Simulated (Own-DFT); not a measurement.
# Shaking the atoms of hexagonal WC, 64 atoms (C32W32)

Calculated results; nothing here was measured. The program, named Own-DFT, is a retired in-house plane-wave density functional code that no person has reviewed. Each row is one single-point run on a periodic cell that was not relaxed, without spin or spin-orbit coupling.

Settings of every run: PBE; PseudoDojo norm-conserving scalar-relativistic files; cutoff 50 hartree; 4 x 4 x 4 k mesh centred on Gamma; cold (Marzari-Vanderbilt) smearing of 0.2 eV.

Known limits, some of them of some rows only: some atoms lie very close together; forces on such cells moved up to 12 meV/angstrom on a denser k mesh; stress not checked against mesh or cutoff.

Cell vectors in Å: (5.833, -5.052, -2.839); (0.000, -5.052, 8.518); (-5.833, -5.052, -2.839). In each run every atom was moved at random and independently from its ideal site; u is the rms move along one axis. E is the free energy for each atom above the fitted value at u = 0, and F the rms of the force components.

```
run   u (Å)  E (meV/atom)  F (eV/Å)  largest force (eV/Å)  P (GPa)
  1  0.0186          12.5     0.497                  1.81     3.20
  2  0.0189          13.7     0.528                  1.99     3.24
  3  0.0205          15.9     0.569                  1.86     3.34
  4  0.0464          80.7     1.333                  5.27     6.12
  5  0.0478             ?         ?                     ?        ?
  6  0.0505          93.5     1.393                  5.86     6.43
  7  0.0953         322.6     2.638                 13.17    14.96
  8  0.0985         382.7     3.001                 13.04    17.86
  9  0.1354         707.9     4.059                 15.94    30.25
```

## Worked fit

For small independent moves the energy grows as E = (3/2) K u², with K the mean stiffness felt by one atom. The runs with u up to 0.11 Å give K = 24.9 ± 0.5 eV/Å², with residuals divided by u² + 0.0006 Å², since the noise grows with the moves. The scatter is 3.8 meV/atom at u = 0.05 Å. The forces follow F = G u with G = 28.1 eV/Å²; no force at u = 0 is resolved. G exceeds K because the moves of its neighbours add to the force on an atom, and stiffness differs between atoms. The pressure follows P = 2.74 + 1460 u² GPa: at fixed volume, shortened bonds push harder than stretched ones pull.

## Withheld run

Question: what energy and rms force should run 5 give?

The fit gives 85 ± 4 meV/atom and about 1.34 eV/Å. The calculation gave 83.3 meV/atom and 1.284 eV/Å.
